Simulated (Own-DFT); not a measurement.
# Point defects and the pressure they add: 2H SiC

Everything here is calculated. The program is Own-DFT (plane waves, in-house, since retired, never reviewed by a person); positions were held fixed, and spin and spin-orbit coupling were off.

All runs used: PBE; PseudoDojo norm-conserving scalar-relativistic files; cutoff 42 hartree; 4 x 4 x 3 k mesh centred on Gamma; Fermi-Dirac smearing of 0.1 eV.

Keep in mind (not all hold for every row): some atoms lie very close together; not probed for a lower state with spin; forces on such cells moved up to 12 meV/angstrom on a denser k mesh; forces on such cells passed a denser k mesh, each cell not checked; stress not checked against mesh or cutoff.

All runs share one cell, with vectors in Å (9.248, 0.000, 0.000); (-4.624, 8.009, 0.000); (0.000, 0.000, 10.068) and a volume of 745.7 Å³. Atoms were moved at random from their sites; u is the rms move along one axis. The defect's site can differ from row to row.

| cell | formula | u (Å) | P (GPa) |
|---|---|---|---|
| no defect | C36Si36 | 0.0261 | 3.72 |
| no defect | C36Si36 | 0.0622 | 7.10 |
| no defect | C36Si36 | 0.0644 | 6.60 |
| one C vacancy | C35Si36 | 0.0285 | 3.79 |
| one C vacancy | C35Si36 | 0.0295 | 3.75 |
| one C vacancy | C35Si36 | 0.0303 | 3.70 |
| one Si on a C site | C35Si37 | 0.0272 | 10.12 |
| one Si on a C site | C35Si37 | 0.0323 | 10.48 |
| one Si on a C site | C35Si37 | 0.0478 | 11.75 |
| one Si on a C site | C35Si37 | 0.0492 | ? |
| one Al on a Si site and one N on a C site | AlC35NSi35 | 0.0299 | 4.02 |
| one Al on a Si site and one N on a C site | AlC35NSi35 | 0.0318 | 4.25 |
| one Al on a Si site and one N on a C site | AlC35NSi35 | 0.0512 | 5.52 |
| two Al on a Si site each | Al2C36Si34 | 0.0299 | 5.92 |
| two Al on a Si site each | Al2C36Si34 | 0.0308 | 5.70 |
| two Al on a Si site each | Al2C36Si34 | 0.0514 | 7.37 |

## Analysis

P = P0 + c u² + a shift for each defect gives P0 = 3.13 GPa, c = 922 ± 58 GPa/Å² and a scatter of 0.21 GPa. The shifts, and each times the cell's volume:

- one Si on a C site: 6.40 ± 0.19 GPa, 29.8 eV
- two Al on a Si site each: 1.82 ± 0.19 GPa, 8.5 eV (4.2 eV for each of its 2 sites)
- one Al on a Si site and one N on a C site: 0.07 ± 0.19 GPa, 0.3 eV (not resolved)
- one C vacancy: -0.18 ± 0.21 GPa, -0.8 eV (not resolved)

Against the defect-free cell, a freed cell would be larger where the shift is positive and smaller where it is negative (160.2 GPa Å³ is 1 eV). The atoms around the defects weren't relaxed, which would change these numbers.

## The run left out

Asked: what pressure belongs in the blank (one Si on a C site, u = 0.0492 Å)?

The fitted form gives 11.77 ± 0.25 GPa. The run itself gave 11.06 GPa.
